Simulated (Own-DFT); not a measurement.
# A pressure from energies alone: corundum Al2O3, 78 atoms (Al32O46), with two O vacancies

These are calculations. Each geometry was run twice at fixed positions with Own-DFT, a retired in-house plane-wave program that no person has reviewed: with PBE, and with HSE06 (exact exchange share 0.25 at short range, screening 0.11 per bohr, Gygi-Baldereschi treatment of its divergence). Both used PseudoDojo norm-conserving files made for PBE, a cutoff of 48 hartree, the Gamma point alone, fixed occupations, a neutral cell and no spin. The unstrained cell is 7.9 Å across at its thinnest, so Gamma alone is coarse and defects feel their images. The oxygen file's force components were 24 meV/Å off all-electron values in a glass.

Unstrained cell vectors in Å: (5.494, 0.000, 8.660); (-2.747, 4.758, 8.660); (-2.747, -4.758, 8.660), volume V0 = 679.1 Å³, from measured lattice constants. Each geometry has its own random strain of a few per cent, its own defect sites and random moves of rms u per axis. HSE06 gave the energy alone. D is its energy less that of PBE, over the lowest D shown. The PBE stress wasn't checked against mesh or cutoff.

```
run,V - V0 (Å³),u (Å),P with PBE (GPa),D (eV)
1,25.6,0.0311,-1.43,2.000
2,-9.2,0.0503,12.36,0.765
3,3.4,0.0507,7.97,1.219
4,0.3,0.0508,9.60,1.093
5,-10.7,0.0288,11.71,0.503
6,6.6,0.0519,6.49,1.403
7,-3.4,0.0490,9.52,0.935
8,-10.5,0.0305,11.70,0.527
9,-23.9,0.0283,16.57,0.000
10,2.2,0.0312,6.81,1.019
11,-11.3,0.0475,13.53,0.665
12,-5.8,0.0310,9.29,0.751
13,-18.6,0.0504,16.37,?
```

## Working it out

D = 0.87 + 0.0398 (V - V0) + 94 u² eV, with an error of 0.0007 on the volume slope, 10 on the last term and a scatter of 0.03 eV. Pressure is -dE/dV, and 1 eV/Å³ is 160.2 GPa, so HSE06 changes the pressure by -6.4 ± 0.1 GPa. With the ions held to the strained lattice, the PBE pressure falls by 251 ± 7 GPa per unit of volume strain; the shape of the strain isn't fitted, so the true error is larger, and a relaxed crystal would be softer. On that slope HSE06's volume at a given pressure is about 2.5 % smaller, or 0.8 % in lengths. At u = 0 and V0 the PBE pressure is 6.9 GPa, which puts the zero-pressure volume, against the measured cell and with the defects in, at +2.8 % for PBE and +0.2 % for HSE06, each good to a few tenths of a per cent.

## Withheld run

Q: what D should run 13 give?

From the fit: 0.37 eV, with rows scattering by 0.03. DFT gave 0.384 eV.
